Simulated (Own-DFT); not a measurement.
# A layer strained by its substrate: diamond-structure GeSn with randomly placed atoms, 64 atoms (Ge52Sn12)

No measurement is shown. These are fixed-geometry runs of a retired plane-wave code named Own-DFT, which no person has reviewed; spin and spin-orbit coupling are neglected.

Common settings: PBE; PseudoDojo norm-conserving scalar-relativistic files; cutoff 49 hartree; 3 x 3 x 3 k mesh centred on Gamma; Fermi-Dirac smearing of 0.1 eV.

Limits: forces on such cells moved up to 12 meV/angstrom on a denser k mesh; stress not checked against mesh or cutoff.

Unstrained cell vectors in Å: (11.628, 0.000, 0.000); (0.000, 11.628, 0.000); (0.000, 0.000, 11.628). The unstrained cell has measured lattice constants (interpolated for alloys), not those of this functional. That, the random moves and any unrelaxed bonds set the pressure at no strain. Each run strains x and y alike by e, as a substrate would, and holds the height along z. All atoms carry random offsets, Gaussian with a width of 0.05 Å per axis. The random placing of the alloy's atoms differs from row to row. Stress is positive in tension.

| e (%) | u (Å) | (s_xx + s_yy)/2 (GPa) | s_zz (GPa) |
|---|---|---|---|
| -2.00 | 0.049 | -9.07 | -8.00 |
| -1.50 | 0.047 | -8.17 | -7.28 |
| -1.25 | 0.047 | -7.54 | -6.88 |
| -0.25 | 0.052 | -5.97 | -5.79 |
| 0.50 | 0.053 | -4.55 | -4.92 |
| 0.75 | 0.051 | -4.28 | -4.62 |
| 1.50 | 0.052 | -3.14 | -3.91 |
| 1.75 | 0.051 | ? | ? |
| 2.75 | 0.049 | -1.30 | -2.66 |
| 3.00 | 0.052 | -1.22 | -2.61 |

## Analysis

With e as a fraction, the in-plane stress is -5.5 + 166 e - 726 e² GPa (errors 2 and 139, scatter 0.10), and s_zz is -5.5 + 114 e - 557 e² GPa (slope ± 2, scatter 0.07). At e = 0 the first slope is C11 + C12 and the second 2 C12, both with the ions held to the strained lattice and at the cell's own pressure. The term in e² is negative: the layer stiffens under compression and softens under tension. A free layer would change its height as e changes, and the in-plane slope would drop by 2 C12²/C11 to the biaxial modulus. At fixed height, a misfit of 1 % moves the in-plane stress by about 1.7 GPa and s_zz by 1.1 GPa.

## Check

Q: what are the two stresses at e = 1.75 %?

The fit gives -2.8 and -3.6 GPa. The run itself gave -2.91 and -3.94 GPa. That is outside the usual scatter, by luck or through something left out of the fit.
